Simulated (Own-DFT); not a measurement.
# How strain changes the stress of 4H SiC, 72 atoms (C36Si36)

All numbers below are calculated, not measured. The program, named Own-DFT, is a retired in-house plane-wave density functional code that no person has reviewed. Each row is one single-point run on a periodic cell that was not relaxed, without spin or spin-orbit coupling.

Settings of every run: PBE; PseudoDojo norm-conserving scalar-relativistic files; cutoff 42 hartree; 4 x 4 x 3 k mesh centred on Gamma; Fermi-Dirac smearing of 0.1 eV.

Known limits: forces on such cells passed a denser k mesh, each cell not checked; stress not checked against mesh or cutoff.

Unstrained cell vectors in Å: (9.248, 0.000, 0.000); (-4.624, 8.009, 0.000); (0.000, 0.000, 10.068). The unstrained cell has measured lattice constants (interpolated for alloys), not those of this functional. That, the random moves and any unrelaxed bonds set the pressure at no strain. Each run strains this cell uniformly, with the atoms carried along. Every atom was also moved at random, by a Gaussian of width 0.05 Å on each axis. Strain is the symmetric tensor, in per cent. Stress is positive in tension, and the pressure is minus a third of its trace.

```
run,e_xx (%),e_yy (%),e_zz (%),e_yz (%),e_xz (%),e_xy (%),s_xx (GPa),s_yy (GPa),s_zz (GPa),s_yz (GPa),s_xz (GPa),s_xy (GPa),P (GPa),E (meV/atom)
1,1.83,-0.47,1.83,-0.76,-1.93,-0.15,5.56,-4.71,3.39,-2.94,-6.64,-1.72,-1.41,32.3
2,-0.20,-0.93,0.60,0.00,-1.87,-1.80,-7.34,-11.27,-3.29,-0.60,-6.45,-8.55,7.30,59.0
3,1.03,0.03,0.81,1.58,1.06,0.38,1.89,-2.80,-2.70,5.43,2.70,2.33,1.20,24.0
4,0.65,-1.31,-0.58,-1.91,0.50,-1.81,-2.69,-12.36,-10.42,-6.37,0.96,-7.36,8.49,55.5
5,1.35,-0.26,-0.06,0.89,-0.42,-1.17,2.08,-4.49,-5.91,2.63,-1.95,-5.22,2.77,13.0
6,-1.33,-1.77,0.86,-1.53,1.67,0.46,-14.88,-15.19,-2.09,-3.73,5.88,1.09,10.72,53.0
7,0.94,-0.06,1.53,0.70,0.98,0.88,1.33,-4.12,4.39,2.27,2.21,4.72,-0.54,0.0
8,1.78,1.60,0.55,0.02,0.68,1.41,6.54,4.97,-1.83,0.19,2.62,5.56,-3.22,16.4
9,0.14,1.39,1.27,0.16,0.78,1.12,-4.25,2.15,3.51,0.38,2.08,5.74,-0.47,29.4
10,1.82,1.15,-0.66,-1.13,1.47,0.54,4.75,2.09,-8.25,-4.00,4.99,1.81,0.47,34.9
11,-1.87,-1.96,1.09,-1.38,-0.47,-0.49,-18.20,-18.40,-1.82,-2.80,-1.99,-1.43,12.81,70.9
12,-1.88,-1.45,2.00,1.73,-0.94,-0.48,-16.79,-14.73,4.81,6.01,-2.41,-1.69,8.90,47.4
13,0.85,-0.13,0.83,0.80,0.88,-1.21,-0.68,-4.06,-0.62,3.00,3.28,-6.16,1.79,14.2
14,-0.56,0.42,1.12,0.64,0.52,-0.80,-7.07,-2.48,0.62,1.38,1.95,-2.99,2.98,20.0
15,0.05,1.88,0.47,-0.29,0.03,1.06,-2.20,6.00,-2.81,-0.91,0.09,3.23,-0.33,13.7
16,-0.34,0.61,-1.08,-0.40,-1.17,1.51,-7.21,-1.41,-13.14,-1.66,-4.27,7.75,7.25,29.8
17,0.51,1.18,-0.11,1.92,-0.64,1.66,?,?,?,?,?,?,?,?
```

E is the free energy for each atom above the lowest run shown.

## Worked fit

Each stress component was fitted by least squares to a constant and the strains of the runs shown, as fractions, with shears doubled. Shear strains stay in the fit of a normal stress only where such slopes are resolved. The slopes, in GPa:

```
stress  at no strain  per e_xx  per e_yy  per e_zz  scatter
  s_xx          -5.5  583 ± 20   93 ± 20   50 ± 24     0.78
  s_yy          -5.1  105 ± 21  551 ± 21   25 ± 25     0.83
  s_zz          -6.2   15 ± 23   71 ± 24  603 ± 28     0.93
```

Each shear stress against twice its own strain: yz 160 ± 7, xz 168 ± 7, xy 231 ± 15 GPa. These are stiffnesses along x, y and z of the frame in which the cell vectors are given, which need not be the crystal's axes. The atoms are held to the strained lattice; where symmetry lets them move under strain, relaxing them would lower some slopes. The table should be nearly symmetric about its diagonal, and what it lacks of that shows the noise. A ninth of its sum, 233 ± 5 GPa, estimates the bulk modulus near the mean pressure of these runs, 3.7 GPa, so it lies above the value at zero pressure.

## Withheld run

Question: what normal stresses and pressure should run 17 give?

The fit gives s_xx = -1.5, s_yy = 1.9, s_zz = -6.0 and P = 1.9 GPa. The calculation gave 0.30, 1.66, -6.85 and P = 1.63 GPa.
